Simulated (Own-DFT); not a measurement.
## Calculated data, AlGa3N4 (wurtzite random alloy, strained, atoms displaced)

Computed with Own-DFT development build. A calculation, not a measurement: plane-wave PBE density functional theory by an unreviewed code, no spin, of a simulated periodic cell, stress positive in tension, free energy of the whole cell less one offset for each atom, forces on such cells passed a denser k mesh, this cell's mesh not checked; offsets are fitted by least squares, one for each functional and potential file, so energies compare only between cells with the same atoms and settings and are not formation energies; the far tail of each file's local potential was reset to the Coulomb form; each entry is a single point on an unrelaxed cell, so the pressure reflects the starting lattice, mostly measured values, from which strain is counted, and rises with the displacements; printed positions are rounded, which can move forces by about a meV/angstrom; the program is a retired in-house code; no spin-orbit coupling.

Common to all runs: functional PBE; potential files PseudoDojo norm-conserving, scalar-relativistic, standard set with the stringent files for Ga; wave cutoff 96 hartree; occupations Gaussian; smearing width 0.01 eV; k mesh 4 x 4 x 3 centred on Gamma.

(1) 
```cif
# cell vector a (Å): 9.2477 0.0000 0.0000
# cell vector b (Å): -4.6239 8.0088 0.0000
# cell vector c (Å): 0.0000 0.0000 10.2685
data_AlGa3N4
_symmetry_space_group_name_H-M 'P 1'
_symmetry_Int_Tables_number 1
_cell_length_a 9.2477
_cell_length_b 9.2478
_cell_length_c 10.2685
_cell_angle_alpha 90.000
_cell_angle_beta 90.000
_cell_angle_gamma 120.000
_cell_volume 760.52
loop_
_atom_site_label
_atom_site_type_symbol
_atom_site_fract_x
_atom_site_fract_y
_atom_site_fract_z
_atom_site_occupancy
Ga1 Ga 0.10697 0.21684 0.00050 1
Ga2 Ga 0.21692 0.11785 0.25095 1
N1 N 0.12102 0.22047 0.19274 1
N2 N 0.21891 0.10838 0.43435 1
Al1 Al 0.10731 0.21906 0.50145 1
Ga3 Ga 0.22911 0.12137 0.74820 1
N3 N 0.11581 0.22382 0.69070 1
N4 N 0.22603 0.11219 0.94639 1
Al2 Al 0.10267 0.54932 0.00199 1
Al3 Al 0.22779 0.44429 0.25566 1
N5 N 0.11177 0.55735 0.19282 1
N6 N 0.22364 0.44550 0.43689 1
Ga4 Ga 0.11363 0.55668 0.49261 1
Ga5 Ga 0.23050 0.44802 0.75115 1
N7 N 0.10500 0.56186 0.68718 1
N8 N 0.23398 0.44854 0.93601 1
Ga6 Ga 0.11517 0.88368 0.00526 1
Ga7 Ga 0.21953 0.78009 0.24618 1
N9 N 0.10645 0.88543 0.18812 1
N10 N 0.22303 0.78445 0.44132 1
Ga8 Ga 0.10177 0.89565 0.49689 1
Ga9 Ga 0.21995 0.76175 0.74551 1
N11 N 0.11530 0.89435 0.69467 1
N12 N 0.22277 0.77485 0.93874 1
Ga10 Ga 0.44567 0.22123 0.00446 1
Ga11 Ga 0.55389 0.10864 0.25233 1
N13 N 0.44602 0.23093 0.18137 1
N14 N 0.55142 0.10881 0.43714 1
Al4 Al 0.44522 0.23100 0.49900 1
Ga12 Ga 0.55593 0.10277 0.75449 1
N15 N 0.44429 0.22844 0.68704 1
N16 N 0.55188 0.11228 0.94003 1
Ga13 Ga 0.44579 0.54792 0.99874 1
Ga14 Ga 0.55600 0.44361 0.24918 1
N17 N 0.45351 0.55724 0.18639 1
N18 N 0.55586 0.43752 0.44007 1
Al5 Al 0.43585 0.55073 0.50586 1
Ga15 Ga 0.55491 0.44209 0.75239 1
N19 N 0.45250 0.56444 0.69623 1
N20 N 0.55427 0.44178 0.93712 1
Ga16 Ga 0.44436 0.88745 0.99900 1
Al6 Al 0.55134 0.77844 0.25640 1
N21 N 0.44059 0.88300 0.17875 1
N22 N 0.54964 0.77100 0.43489 1
Ga17 Ga 0.44690 0.89338 0.50326 1
Al7 Al 0.56396 0.78200 0.74806 1
N23 N 0.44932 0.89303 0.68259 1
N24 N 0.56091 0.77352 0.94338 1
Ga18 Ga 0.77587 0.21877 0.00285 1
Ga19 Ga 0.88786 0.11486 0.25512 1
N25 N 0.77542 0.21690 0.19819 1
N26 N 0.88816 0.11058 0.43931 1
Ga20 Ga 0.76913 0.22163 0.49277 1
Ga21 Ga 0.89190 0.11181 0.74697 1
N27 N 0.77214 0.22289 0.69154 1
N28 N 0.89105 0.10798 0.93532 1
Ga22 Ga 0.77460 0.56121 0.00749 1
Ga23 Ga 0.90437 0.45251 0.25489 1
N29 N 0.77356 0.54214 0.19122 1
N30 N 0.88596 0.43681 0.44001 1
Ga24 Ga 0.78868 0.55641 0.50021 1
Al8 Al 0.87854 0.44210 0.75147 1
N31 N 0.78649 0.55263 0.69128 1
N32 N 0.89084 0.44715 0.94051 1
Ga25 Ga 0.79244 0.90617 0.99648 1
Al9 Al 0.88164 0.77542 0.26253 1
N33 N 0.76897 0.88270 0.19701 1
N34 N 0.88686 0.77206 0.44192 1
Ga26 Ga 0.77827 0.88273 0.50070 1
Ga27 Ga 0.88810 0.78092 0.74636 1
N35 N 0.77283 0.89097 0.69268 1
N36 N 0.89298 0.77527 0.93923 1
_calc_free_energy_of_cell_above_offsets '-5.770'  # eV
_calc_pressure 19.83  # GPa
_calc_stress_xx -22.81  # GPa
_calc_stress_yy -24.64  # GPa
_calc_stress_zz -12.05  # GPa
_calc_stress_yz 0.6  # GPa
_calc_stress_xz -0.64  # GPa
_calc_stress_xy -0.62  # GPa
```

Force:
```csv
element,x (eV/Å),y (eV/Å),z (eV/Å)
Ga,1.267,1.429,0.467
Ga,4.439,-2.689,0.357
N,-5.122,3.101,-1.536
N,-0.132,2.434,1.139
Al,0.228,0.476,0.055
Ga,0.568,-1.905,1.987
N,-1.186,0.665,-2.078
N,-0.594,-0.618,-1.464
Al,1.789,0.926,-0.166
Al,0.322,0.501,-1.516
N,2.804,-0.78,-1.707
N,0.737,-1.417,0.25
Ga,-0.627,0.624,1.589
Ga,-1.667,0.257,0.184
N,0.482,-4.951,-1.328
N,-3.241,-0.988,0.693
Ga,-0.718,0.636,-0.959
Ga,0.77,0.603,1.243
N,-1.683,0.129,1.373
N,-0.405,-0.392,-0.924
Ga,2.835,-0.592,2.12
Ga,-0.628,4.69,1.814
N,-0.053,-0.225,-1.388
N,0.315,-1.56,-0.365
Ga,-0.464,0.487,-0.883
Ga,-1.308,-0.275,-0.777
N,0.423,-2.063,2.245
N,-1.588,0.838,0.067
Al,0.305,-2.41,0.707
Ga,-1.532,1.266,0.038
N,1.383,-0.862,-1.542
N,1.31,-0.485,-0.383
Ga,0.049,1.606,1.146
Ga,-0.014,0.076,1.174
N,-2.374,0.458,1.105
N,-1.125,2.024,0.266
Al,1.704,0.632,-0.219
Ga,0.921,0.935,0.199
N,-0.093,0.078,-2.401
N,1.175,-0.185,-0.184
Ga,0.692,-0.664,-0.712
Al,0.04,-0.576,-1.757
N,0.597,0.407,2.462
N,0.228,-0.461,0.957
Ga,-0.202,-0.841,-0.824
Al,-1.928,-0.278,1.914
N,0.707,-1.859,1.624
N,-0.157,1.225,-2.095
Ga,-0.218,0.672,0.406
Ga,1.523,-1.362,-0.357
N,-0.077,1.515,-1.73
N,0.678,0.062,1.158
Ga,1.034,-1.031,2.094
Ga,-0.748,1.039,0.176
N,1.22,0.693,-0.833
N,-0.905,3.093,-0.852
Ga,0.562,-0.748,-0.468
Ga,-2.434,-1.975,-0.11
N,0.626,2.678,0.799
N,0.797,1.434,-0.733
Ga,-1.531,-1.45,1.284
Al,2.6,-0.503,1.099
N,-2.312,1.007,-1.085
N,-0.167,-0.678,-0.691
Ga,-0.273,-5.085,2.261
Al,0.396,-0.364,-2.649
N,1.079,0.502,-0.281
N,-0.67,0.144,-1.183
Ga,-1.821,0.572,0.3
Ga,1.107,-0.484,1.435
N,1.031,-0.173,-1.532
N,-0.746,1.016,-0.476
```

(2) 
```cif
# cell vector a (Å): 9.2477 0.0000 0.0000
# cell vector b (Å): -4.6239 8.0088 0.0000
# cell vector c (Å): 0.0000 0.0000 10.2685
data_AlGa3N4
_symmetry_space_group_name_H-M 'P 1'
_symmetry_Int_Tables_number 1
_cell_length_a 9.2477
_cell_length_b 9.2478
_cell_length_c 10.2685
_cell_angle_alpha 90.000
_cell_angle_beta 90.000
_cell_angle_gamma 120.000
_cell_volume 760.52
loop_
_atom_site_label
_atom_site_type_symbol
_atom_site_fract_x
_atom_site_fract_y
_atom_site_fract_z
_atom_site_occupancy
Al1 Al 0.12112 0.23037 0.00018 1
Ga1 Ga 0.23437 0.11889 0.25347 1
N1 N 0.11540 0.22216 0.18713 1
N2 N 0.21692 0.10677 0.44169 1
Ga2 Ga 0.11084 0.22047 0.49087 1
Ga3 Ga 0.22656 0.11596 0.75820 1
N3 N 0.12241 0.22508 0.68428 1
N4 N 0.23415 0.12112 0.93776 1
Ga4 Ga 0.10817 0.55496 0.99726 1
Ga5 Ga 0.22368 0.43912 0.25249 1
N5 N 0.10908 0.55555 0.18544 1
N6 N 0.23263 0.43767 0.43754 1
Al2 Al 0.10765 0.55787 0.49319 1
Ga6 Ga 0.22686 0.44251 0.74894 1
N7 N 0.12018 0.56686 0.68347 1
N8 N 0.21888 0.43817 0.93259 1
Ga7 Ga 0.11135 0.87566 0.00629 1
Ga8 Ga 0.21527 0.78137 0.24500 1
N9 N 0.11039 0.88304 0.18571 1
N10 N 0.21673 0.77827 0.44580 1
Ga9 Ga 0.11490 0.90549 0.50586 1
Ga10 Ga 0.20578 0.76560 0.74842 1
N11 N 0.11168 0.89578 0.69011 1
N12 N 0.21812 0.76962 0.94315 1
Ga11 Ga 0.45377 0.22475 0.00509 1
Al3 Al 0.56189 0.11486 0.25480 1
N13 N 0.44233 0.21589 0.19322 1
N14 N 0.56930 0.12029 0.44637 1
Ga12 Ga 0.43038 0.21488 0.50525 1
Ga13 Ga 0.56409 0.10565 0.75486 1
N15 N 0.44210 0.21920 0.69193 1
N16 N 0.55714 0.10887 0.93758 1
Ga14 Ga 0.44270 0.55209 0.00402 1
Al4 Al 0.55418 0.44877 0.23746 1
N17 N 0.44654 0.56705 0.19652 1
N18 N 0.54704 0.42341 0.44377 1
Ga15 Ga 0.44714 0.55224 0.49982 1
Ga16 Ga 0.55627 0.45060 0.74942 1
N19 N 0.45444 0.55674 0.69390 1
N20 N 0.55930 0.44626 0.93632 1
Ga17 Ga 0.44339 0.88951 0.98544 1
Ga18 Ga 0.55720 0.77316 0.25647 1
N21 N 0.43959 0.90078 0.19379 1
N22 N 0.55840 0.77239 0.43582 1
Ga19 Ga 0.43881 0.89636 0.50758 1
Ga20 Ga 0.56716 0.79660 0.75005 1
N23 N 0.45076 0.87937 0.67860 1
N24 N 0.56084 0.78574 0.93897 1
Al5 Al 0.79056 0.23120 0.00207 1
Al6 Al 0.88987 0.11726 0.25697 1
N25 N 0.76913 0.22506 0.18868 1
N26 N 0.87906 0.09512 0.44038 1
Ga21 Ga 0.77175 0.22363 0.50457 1
Ga22 Ga 0.89003 0.11652 0.74995 1
N27 N 0.77557 0.21355 0.69085 1
N28 N 0.88085 0.11434 0.93794 1
Ga23 Ga 0.77356 0.54676 0.99438 1
Ga24 Ga 0.88181 0.43728 0.25901 1
N29 N 0.77547 0.55153 0.19132 1
N30 N 0.89569 0.44455 0.45177 1
Ga25 Ga 0.78339 0.54153 0.48842 1
Al7 Al 0.88848 0.43738 0.74197 1
N31 N 0.77020 0.55248 0.68144 1
N32 N 0.88835 0.43301 0.93687 1
Ga26 Ga 0.77131 0.89162 0.00012 1
Ga27 Ga 0.88618 0.78313 0.24464 1
N33 N 0.78708 0.89147 0.18796 1
N34 N 0.90303 0.79242 0.44494 1
Al8 Al 0.78078 0.89082 0.49226 1
Al9 Al 0.89525 0.77698 0.74956 1
N35 N 0.78088 0.88880 0.67828 1
N36 N 0.89266 0.77657 0.93492 1
_calc_free_energy_of_cell_above_offsets '-2.650'  # eV
_calc_pressure 21.21  # GPa
_calc_stress_xx -25.14  # GPa
_calc_stress_yy -26.08  # GPa
_calc_stress_zz -12.41  # GPa
_calc_stress_yz 1.01  # GPa
_calc_stress_xz -1.15  # GPa
_calc_stress_xy -0.6  # GPa
```

Force:
```csv
element,x (eV/Å),y (eV/Å),z (eV/Å)
Al,-0.625,-2.199,0.004
Ga,-1.854,-2.311,0.167
N,-1.294,-0.72,-0.484
N,0.503,1.932,-2.457
Ga,-1.182,-0.444,2.087
Ga,0.159,-0.497,-0.394
N,-1.828,-0.371,-0.476
N,-1.274,-1.064,1.999
Ga,0.82,-1.547,0.972
Ga,-1.114,1.248,-0.081
N,0.064,-0.985,0.894
N,-3.339,1.317,-0.241
Al,3.22,0.864,1.442
Ga,-0.011,1.039,-0.772
N,-0.795,-4.931,-1.431
N,0.161,0.879,1.228
Ga,-1.59,2.427,-1.07
Ga,2.54,-1.156,2.25
N,-2.189,2.123,0.354
N,0.075,-0.143,-1.221
Ga,1.016,-3.519,1.021
Ga,1.069,3.853,1.013
N,0.2,-0.684,0.74
N,0.579,0.732,-2.22
Ga,-0.459,-0.638,-0.363
Al,-1.254,-0.934,0.796
N,1.926,2.558,-0.614
N,-3.576,-1.923,-2.749
Ga,1.918,-0.353,1.251
Ga,-2.809,-0.128,-0.688
N,1.466,-0.058,-0.038
N,1.202,1.704,0.516
Ga,-0.351,0.982,-0.561
Al,0.334,-1.184,2.401
N,1.12,-3.21,-2.373
N,0.457,3.199,-2.993
Ga,1.335,0.607,1.338
Ga,1.587,-1.937,0.2
N,-2.75,1.735,-1.233
N,-1.027,-0.446,0.665
Ga,-0.236,-0.088,3.165
Ga,-1.296,3.733,-0.383
N,1.928,-0.625,-0.906
N,-0.259,1.035,1.276
Ga,1.359,-0.976,-3.041
Ga,2.198,-3.037,0.237
N,-3.265,1.444,2.956
N,-0.715,-2.229,-0.657
Al,-1.753,-2.243,0.813
Al,0.163,-0.853,-1.123
N,2.293,-1.066,-0.458
N,-0.326,3.854,-1.827
Ga,3.271,-0.465,1.283
Ga,2.635,-1.459,-0.032
N,-0.069,2.69,-0.953
N,2.478,0.572,0.502
Ga,1.331,1.447,0.844
Ga,0.819,1.471,-0.665
N,-0.605,0.175,-0.441
N,2.374,-1.806,-2.666
Ga,-5.153,3.594,2.093
Al,-0.646,1.103,0.535
N,3.063,0.6,0.824
N,-0.834,1.489,-2.008
Ga,2.499,0.469,0.538
Ga,2.42,-1.23,2.113
N,-2.953,2.156,-0.467
N,-1.773,-2.733,-1.991
Al,-0.333,-2.945,1.942
Al,-1.667,-0.188,-0.765
N,1.327,0.411,0.75
N,-0.706,-0.12,-0.361
```

(3) 
```cif
# cell vector a (Å): 9.2477 0.0000 0.0000
# cell vector b (Å): -4.6239 8.0088 0.0000
# cell vector c (Å): 0.0000 0.0000 10.2685
data_AlGa3N4
_symmetry_space_group_name_H-M 'P 1'
_symmetry_Int_Tables_number 1
_cell_length_a 9.2477
_cell_length_b 9.2478
_cell_length_c 10.2685
_cell_angle_alpha 90.000
_cell_angle_beta 90.000
_cell_angle_gamma 120.000
_cell_volume 760.52
loop_
_atom_site_label
_atom_site_type_symbol
_atom_site_fract_x
_atom_site_fract_y
_atom_site_fract_z
_atom_site_occupancy
Al1 Al 0.11574 0.22800 0.00037 1
Al2 Al 0.22791 0.11052 0.25014 1
N1 N 0.10659 0.22561 0.18948 1
N2 N 0.22780 0.12192 0.44662 1
Ga1 Ga 0.10668 0.21690 0.50219 1
Ga2 Ga 0.21398 0.11015 0.75236 1
N3 N 0.12293 0.23362 0.68463 1
N4 N 0.23519 0.12527 0.93848 1
Al3 Al 0.10195 0.56231 0.99750 1
Ga3 Ga 0.22304 0.44967 0.25369 1
N5 N 0.12069 0.56092 0.18897 1
N6 N 0.21206 0.43601 0.43963 1
Ga4 Ga 0.10168 0.55208 0.49864 1
Ga5 Ga 0.22378 0.43975 0.74889 1
N7 N 0.10975 0.55861 0.69956 1
N8 N 0.20612 0.44131 0.95092 1
Ga6 Ga 0.10563 0.88712 0.99796 1
Ga7 Ga 0.21454 0.77933 0.24603 1
N9 N 0.11411 0.88917 0.19343 1
N10 N 0.22392 0.78683 0.44274 1
Ga8 Ga 0.09920 0.88003 0.49887 1
Ga9 Ga 0.21299 0.76585 0.76168 1
N11 N 0.11609 0.88849 0.69625 1
N12 N 0.23329 0.78442 0.94130 1
Ga10 Ga 0.44456 0.21875 0.99813 1
Ga11 Ga 0.55670 0.12140 0.25592 1
N13 N 0.44411 0.22232 0.19692 1
N14 N 0.54561 0.10262 0.43495 1
Ga12 Ga 0.44603 0.22600 0.50086 1
Al4 Al 0.54707 0.11043 0.74642 1
N15 N 0.44068 0.21571 0.68228 1
N16 N 0.54813 0.10140 0.93710 1
Al5 Al 0.44670 0.55480 0.99648 1
Ga13 Ga 0.54883 0.44524 0.25263 1
N17 N 0.44257 0.55201 0.19916 1
N18 N 0.55253 0.44778 0.43737 1
Ga14 Ga 0.44619 0.54933 0.49820 1
Ga15 Ga 0.54676 0.44765 0.73908 1
N19 N 0.44170 0.54968 0.69218 1
N20 N 0.56221 0.45353 0.93881 1
Al6 Al 0.44012 0.88365 0.00371 1
Ga16 Ga 0.54499 0.76049 0.24517 1
N21 N 0.43589 0.87941 0.18436 1
N22 N 0.54701 0.77471 0.43568 1
Ga17 Ga 0.43750 0.88225 0.50688 1
Ga18 Ga 0.55537 0.77690 0.74777 1
N23 N 0.43781 0.87812 0.68987 1
N24 N 0.55858 0.77541 0.93527 1
Ga19 Ga 0.77293 0.21411 0.00518 1
Al7 Al 0.89323 0.11987 0.24863 1
N25 N 0.78279 0.23683 0.19140 1
N26 N 0.89348 0.11516 0.43642 1
Ga20 Ga 0.77736 0.22691 0.50305 1
Ga21 Ga 0.89529 0.11268 0.74699 1
N27 N 0.77698 0.21209 0.69129 1
N28 N 0.88144 0.11636 0.92927 1
Ga22 Ga 0.77633 0.54886 0.00138 1
Ga23 Ga 0.88165 0.44331 0.24879 1
N29 N 0.76733 0.54876 0.18996 1
N30 N 0.88859 0.43713 0.44132 1
Ga24 Ga 0.78576 0.55162 0.49527 1
Ga25 Ga 0.88644 0.43452 0.74222 1
N31 N 0.78246 0.55134 0.68159 1
N32 N 0.87672 0.44572 0.93850 1
Ga26 Ga 0.77477 0.87732 0.00431 1
Ga27 Ga 0.87243 0.75999 0.24449 1
N33 N 0.77877 0.88363 0.18386 1
N34 N 0.88570 0.77394 0.43359 1
Al8 Al 0.77744 0.88314 0.50512 1
Al9 Al 0.88406 0.76351 0.74685 1
N35 N 0.79092 0.90247 0.68282 1
N36 N 0.88788 0.77503 0.93139 1
_calc_free_energy_of_cell_above_offsets '-3.930'  # eV
_calc_pressure 20.7  # GPa
_calc_stress_xx -25.38  # GPa
_calc_stress_yy -24.63  # GPa
_calc_stress_zz -12.1  # GPa
_calc_stress_yz -1.74  # GPa
_calc_stress_xz -0.93  # GPa
_calc_stress_xy 2.5  # GPa
```

Force:
```csv
element,x (eV/Å),y (eV/Å),z (eV/Å)
Al,-1.239,-1.278,0.694
Al,-2.118,0.194,1.153
N,1.729,-1.137,-0.912
N,-0.085,-2.386,-2.554
Ga,0.02,0.575,-0.334
Ga,1.371,-0.156,-0.207
N,-0.941,-2.123,0.245
N,-3.029,-1.583,0.03
Al,0.838,-0.927,0.838
Ga,-0.355,-1.315,0.319
N,-2.658,-0.613,-1.397
N,0.493,1.589,0.362
Ga,2.427,1.71,1.072
Ga,-1.653,1.795,2.146
N,0.917,-2.242,-2.212
N,1.811,1.697,-1.331
Ga,0.823,1.111,0.544
Ga,2.308,-0.497,1.939
N,-2.905,1.228,-1.506
N,-0.601,-2.154,-1.201
Ga,1.041,2.334,1.205
Ga,0.622,2.575,-0.802
N,-1.923,-1.053,-0.78
N,-1.733,-1.422,0.866
Ga,1.418,1.546,1.169
Ga,1.395,-2.441,-0.849
N,-1.141,0.175,-1.835
N,0.963,1.139,1.477
Ga,0.4,-0.636,-0.321
Al,1.411,-1.163,0.87
N,0.137,0.782,1.482
N,0.309,-0.007,-0.692
Al,-1.452,-0.264,0.755
Ga,0.808,-1.179,0.469
N,-0.421,-1.773,-3.949
N,2.675,-0.662,-0.082
Ga,-2.893,1.258,0.63
Ga,4.204,-2.193,2.185
N,-1.706,2.285,-1.902
N,-1.614,-1.335,-0.754
Al,1.648,0.674,-0.1
Ga,-0.346,4.624,1.493
N,0.98,1.573,-0.091
N,2.002,0.266,0.679
Ga,0.514,0.474,-0.467
Ga,0.824,0.716,0.43
N,-0.45,1.714,0.677
N,-1.553,-0.61,0.74
Ga,-0.916,1.042,-0.656
Al,-0.384,-1.362,0.655
N,0.759,-3.893,-0.632
N,-1.439,-2.129,-0.662
Ga,0.135,-3.26,0.114
Ga,0.321,0.683,0.907
N,-2.291,0.146,-0.914
N,3.088,-1.042,1.763
Ga,-1.587,1.529,0.493
Ga,1.916,2.363,0.892
N,0.478,-0.859,-0.939
N,-0.88,0.738,-1.874
Ga,-2.123,0.424,0.503
Ga,-0.626,0.031,2.111
N,-1.386,0.267,0.14
N,3.499,-1.071,-0.815
Ga,-0.318,1.86,-1.54
Ga,1.251,3.21,1.243
N,-1.207,1.628,1.301
N,-1.368,-0.069,0.069
Al,-1.133,0.883,-2.01
Al,0.063,2.069,0.078
N,0.635,-3.771,-0.043
N,0.241,-0.304,-0.378
```
